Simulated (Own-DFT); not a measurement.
# Point defects and the pressure they add: zincblende GaAs

No measurement is shown. These are fixed-geometry runs of a retired plane-wave code named Own-DFT, which no person has reviewed; spin and spin-orbit coupling are neglected.

All runs used: PBE; PseudoDojo norm-conserving scalar-relativistic files; cutoff 42 hartree; 3 x 3 x 3 k mesh centred on Gamma; Fermi-Dirac smearing of 0.1 eV.

Limits (not all hold for every row): not probed for a lower state with spin; forces not confirmed at this smearing and k mesh; stress not checked against mesh or cutoff.

All runs share one cell, with vectors in Å (11.737, 0.000, 0.000); (0.000, 11.737, 0.000); (0.000, 0.000, 10.833) and a volume of 1492.4 Å³, strained against the parent crystal. Atoms were moved at random from their sites; u is the rms move along one axis. The defect's site can differ from row to row.

```
                             cell     formula   u (Å)  P (GPa)
                        no defect    As32Ga32  0.0309     1.26
                        no defect    As32Ga32  0.0504     1.57
                        no defect    As32Ga32  0.0553     1.66
one As vacancy and one Ga vacancy    As31Ga31  0.0314     1.00
one As vacancy and one Ga vacancy    As31Ga31  0.0317     0.95
one As vacancy and one Ga vacancy    As31Ga31  0.0506        ?
one As vacancy and one Ga vacancy    As31Ga31  0.0521     1.17
              one Al on a Ga site  AlAs32Ga31  0.0315     1.27
              one Al on a Ga site  AlAs32Ga31  0.0480     1.55
              one Al on a Ga site  AlAs32Ga31  0.0508     1.57
```

## What the rows give

P = P0 + c u² + a shift for each defect gives P0 = 1.13 GPa, c = 166 ± 19 GPa/Å² and a scatter of 0.05 GPa. The shifts, and each times the cell's volume:

- one Al on a Ga site: 0.01 ± 0.04 GPa, 0.1 eV (not resolved)
- one As vacancy and one Ga vacancy: -0.35 ± 0.04 GPa, -3.3 eV

Against the defect-free cell, a freed cell would be larger where the shift is positive and smaller where it is negative (160.2 GPa Å³ is 1 eV). The atoms around the defects weren't relaxed, which would change these numbers.

## Withheld run

Q: what pressure belongs in the blank (one As vacancy and one Ga vacancy, u = 0.0506 Å)?

From the fit: 1.21 ± 0.06 GPa. The run itself gave 1.16 GPa.
